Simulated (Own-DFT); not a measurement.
Simulation results for In₃₁GaP₃₂ (zincblende with substituted atoms, atoms displaced)

All values are calculated (Own-DFT development build). A calculation, not a measurement: plane-wave PBE density functional theory by an unreviewed code, no spin, of a simulated periodic cell, stress positive in tension, free energy of the whole cell less one offset for each atom, not probed for a lower state with spin; forces on such cells moved up to 12 meV/angstrom on a denser k mesh; offsets are fitted by least squares, one for each functional and potential file, so energies compare only between cells with the same atoms and settings and are not formation energies; the far tail of each file's local potential was reset to the Coulomb form; each entry is a single point on an unrelaxed cell, so the pressure reflects the starting lattice, mostly measured values (interpolated for alloys), from which strain is counted, and rises with the displacements; printed positions are rounded, which can move forces by about a meV/angstrom; the program, named Own-DFT, is a retired in-house code; no spin-orbit coupling; before rounding, a Quantum ESPRESSO 7.3.1 run of the same cell and cutoff gave forces within 1 meV/angstrom rms on each cell, which checks the program and not the settings.

```json
{"formula": "In31GaP32", "kind": "zincblende with substituted atoms, atoms displaced", "structure": {"cell_angstrom": [[11.7374, 0.0, 0.0], [0.0, 11.7374, 0.0], [0.0, 0.0, 11.7374]], "atoms_fractional": [["In", 0.99522, 0.99853, 0.00347], ["In", 0.99778, 0.24928, 0.25184], ["In", 0.24909, 0.9961, 0.24827], ["In", 0.25222, 0.25146, 0.00234], ["P", 0.12316, 0.1232, 0.12681], ["P", 0.12516, 0.37317, 0.37341], ["P", 0.37588, 0.12971, 0.3695], ["P", 0.37957, 0.37678, 0.12237], ["In", 0.99728, 0.99563, 0.49922], ["In", 0.99894, 0.24853, 0.74933], ["In", 0.24966, 0.99577, 0.75081], ["In", 0.25238, 0.24888, 0.49876], ["P", 0.12763, 0.12228, 0.62652], ["P", 0.12495, 0.37512, 0.87586], ["P", 0.37729, 0.1268, 0.87645], ["P", 0.37864, 0.37555, 0.62853], ["Ga", 0.00164, 0.49889, 0.00238], ["In", 0.00285, 0.74767, 0.2471], ["In", 0.25046, 0.49944, 0.24897], ["In", 0.24895, 0.75079, 0.00258], ["P", 0.1258, 0.62298, 0.12786], ["P", 0.12245, 0.87035, 0.37307], ["P", 0.37678, 0.62326, 0.37708], ["P", 0.37695, 0.87461, 0.12431], ["In", 0.99426, 0.50191, 0.50302], ["In", 0.99859, 0.75212, 0.7538], ["In", 0.25201, 0.50166, 0.75233], ["In", 0.25409, 0.74743, 0.49952], ["P", 0.12608, 0.6234, 0.62815], ["P", 0.13042, 0.87681, 0.87074], ["P", 0.37522, 0.62446, 0.8731], ["P", 0.37375, 0.87093, 0.62578], ["In", 0.50309, 0.99921, 0.00016], ["In", 0.49932, 0.25058, 0.24831], ["In", 0.74715, 0.00035, 0.24645], ["In", 0.75068, 0.2461, 0.00454], ["P", 0.62436, 0.12524, 0.11935], ["P", 0.62906, 0.37272, 0.37311], ["P", 0.87816, 0.12487, 0.37576], ["P", 0.87899, 0.37612, 0.12282], ["In", 0.49456, 0.00157, 0.49708], ["In", 0.50238, 0.24782, 0.75285], ["In", 0.75273, 0.99912, 0.75241], ["In", 0.75202, 0.24608, 0.49778], ["P", 0.63057, 0.12541, 0.62078], ["P", 0.62545, 0.37225, 0.87645], ["P", 0.87671, 0.12351, 0.87156], ["P", 0.87947, 0.37424, 0.62725], ["In", 0.5036, 0.50057, 0.99859], ["In", 0.50204, 0.75148, 0.2544], ["In", 0.75185, 0.49848, 0.25536], ["In", 0.74902, 0.74784, 0.00124], ["P", 0.62664, 0.62608, 0.12282], ["P", 0.6253, 0.86735, 0.37732], ["P", 0.87728, 0.6263, 0.3779], ["P", 0.8743, 0.87946, 0.12365], ["In", 0.49496, 0.50122, 0.49651], ["In", 0.49945, 0.74788, 0.7517], ["In", 0.75074, 0.49943, 0.75044], ["In", 0.7494, 0.75091, 0.49876], ["P", 0.62649, 0.62539, 0.62956], ["P", 0.6251, 0.88008, 0.87378], ["P", 0.87202, 0.62849, 0.87306], ["P", 0.87505, 0.87752, 0.62387]]}, "settings": {"functional": "PBE", "potential_files": "PseudoDojo norm-conserving, scalar-relativistic, standard set", "wave_cutoff [hartree]": 42.0, "occupations": "Fermi-Dirac", "smearing_width [eV]": 0.1, "k_mesh": "3 x 3 x 3 centred on Gamma"}, "results": {"free_energy_of_cell_above_offsets [eV]": "-34.616", "pressure [GPa]": 2.92, "stress_xx [GPa]": -2.92, "stress_yy [GPa]": -2.93, "stress_zz [GPa]": -2.91, "stress_yz [GPa]": 0.49, "stress_xz [GPa]": 0.21, "stress_xy [GPa]": -0.31, "force_element": ["In", "In", "In", "In", "P", "P", "P", "P", "In", "In", "In", "In", "P", "P", "P", "P", "Ga", "In", "In", "In", "P", "P", "P", "P", "In", "In", "In", "In", "P", "P", "P", "P", "In", "In", "In", "In", "P", "P", "P", "P", "In", "In", "In", "In", "P", "P", "P", "P", "In", "In", "In", "In", "P", "P", "P", "P", "In", "In", "In", "In", "P", "P", "P", "P"], "force_x [eV/angstrom]": [0.827, 0.343, -0.052, -0.321, 0.156, -0.114, -0.285, -0.269, 0.608, 0.538, 0.639, -0.148, -0.183, -0.525, -0.306, -0.246, -0.021, -0.594, 0.199, 0.094, -0.528, 0.479, -0.346, 0.122, 0.919, 0.29, -0.244, -0.674, -0.196, -0.886, 0.032, 0.311, -0.478, 0.464, -0.039, 0.471, -0.157, -0.526, -0.426, 0.206, 0.394, 0.194, -0.224, 0.264, -0.659, 0.409, -0.101, -0.741, -0.067, -0.254, 0.175, 0.053, -0.142, -0.045, -0.223, -0.193, 0.974, 0.238, -0.02, 0.267, -0.164, 0.037, 0.848, -0.158], "force_y [eV/angstrom]": [0.303, 0.113, 0.203, -0.175, 0.163, 0.343, -0.658, 0.121, 0.358, -0.004, 0.718, 0.257, 0.044, 0.518, -0.447, -0.201, 0.1, 0.184, -0.315, -0.176, -0.51, 0.201, 0.263, -0.091, -0.21, -0.03, -0.363, -0.013, 0.272, -0.345, 0.172, 0.407, 0.04, 0.19, 0.052, 0.477, -0.084, 0.041, -0.403, 0.538, -0.132, -0.048, 0.184, 0.547, -0.404, 0.088, 0.184, -0.128, 0.13, -0.464, 0.306, 0.581, -0.25, 1.308, 0.155, -0.976, -0.457, 0.323, -0.312, -0.37, -0.155, -0.751, -0.892, -0.517], "force_z [eV/angstrom]": [-0.743, -0.273, 0.154, -0.031, -0.195, 0.367, 0.154, 0.243, 0.028, 0.103, -0.248, 0.364, -0.366, 0.588, -0.053, -0.247, -0.332, 0.014, 0.21, -0.332, -1.077, 0.31, -0.757, 0.181, -0.091, -0.448, -0.177, 0.136, -0.239, 1.07, 0.684, -0.129, -0.223, -0.232, 0.557, -0.694, 0.885, 0.341, -0.301, -0.277, 0.229, -0.453, -0.481, 0.186, 0.44, 0.037, 0.58, -0.227, -0.172, -0.634, -0.629, -0.231, 0.7, -0.181, -0.403, 0.379, 0.661, 0.0, 0.073, 0.657, -0.672, 0.071, 0.906, 0.243]}}
```
